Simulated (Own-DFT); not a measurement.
# One host, several defects: zincblende GaP

Source: density functional calculations with Own-DFT, an unreviewed in-house program that is no longer used. Nothing was measured or relaxed, and spin and spin-orbit coupling are left out.

Method: PBE; PseudoDojo norm-conserving scalar-relativistic files; cutoff 42 hartree; 2 x 3 x 3 k mesh centred on Gamma; Fermi-Dirac smearing of 0.1 eV.

Keep in mind (not all hold for every row): not probed for a lower state with spin; forces on such cells failed a check on a denser k mesh; forces on such cells moved up to 12 meV/angstrom on a denser k mesh; forces on such cells passed a denser k mesh, each cell not checked; stress not checked against mesh or cutoff.

All runs share one cell, with vectors in Å (16.352, 0.000, 0.000); (0.000, 10.901, 0.000); (0.000, 0.000, 10.901) and a volume of 1943.1 Å³. The atoms are randomly displaced, by u rms on each axis. The defect's site can differ from row to row.

| cell | formula | u (Å) | P (GPa) |
|---|---|---|---|
| no defect | Ga48P48 | 0.0205 | 2.72 |
| no defect | Ga48P48 | 0.0220 | 2.75 |
| no defect | Ga48P48 | 0.0522 | 3.18 |
| two P on a Ga site each | Ga46P50 | 0.0289 | 2.94 |
| two P on a Ga site each | Ga46P50 | 0.0295 | 2.94 |
| two P on a Ga site each | Ga46P50 | 0.0502 | 3.26 |
| one Ga on a P site and one P on a Ga site | Ga48P48 | 0.0297 | ? |
| one Ga on a P site and one P on a Ga site | Ga48P48 | 0.0308 | 2.94 |
| one Ga on a P site and one P on a Ga site | Ga48P48 | 0.0472 | 3.31 |
| one Ga on a P site and one P on a Ga site | Ga48P48 | 0.0492 | 3.30 |
| two P vacancies | Ga48P46 | 0.0280 | 2.41 |
| two P vacancies | Ga48P46 | 0.0317 | 2.57 |
| two P vacancies | Ga48P46 | 0.0501 | 2.79 |

## Fit

P = P0 + c u² + a shift for each defect gives P0 = 2.64 GPa, c = 203 ± 16 GPa/Å² and a scatter of 0.04 GPa. The shifts, and each times the cell's volume:

- one Ga on a P site and one P on a Ga site: 0.17 ± 0.04 GPa, 2.1 eV
- two P on a Ga site each: 0.12 ± 0.04 GPa, 1.5 eV (0.7 eV for each of its 2 sites)
- two P vacancies: -0.34 ± 0.04 GPa, -4.1 eV (-2.0 eV for each of its 2 sites)

Against the defect-free cell, a freed cell would be larger where the shift is positive and smaller where it is negative (160.2 GPa Å³ is 1 eV). The atoms around the defects weren't relaxed, which would change these numbers.

## Check

Asked: what pressure belongs in the blank (one Ga on a P site and one P on a Ga site, u = 0.0297 Å)?

The fit gives 2.99 ± 0.05 GPa. DFT gave 2.95 GPa.
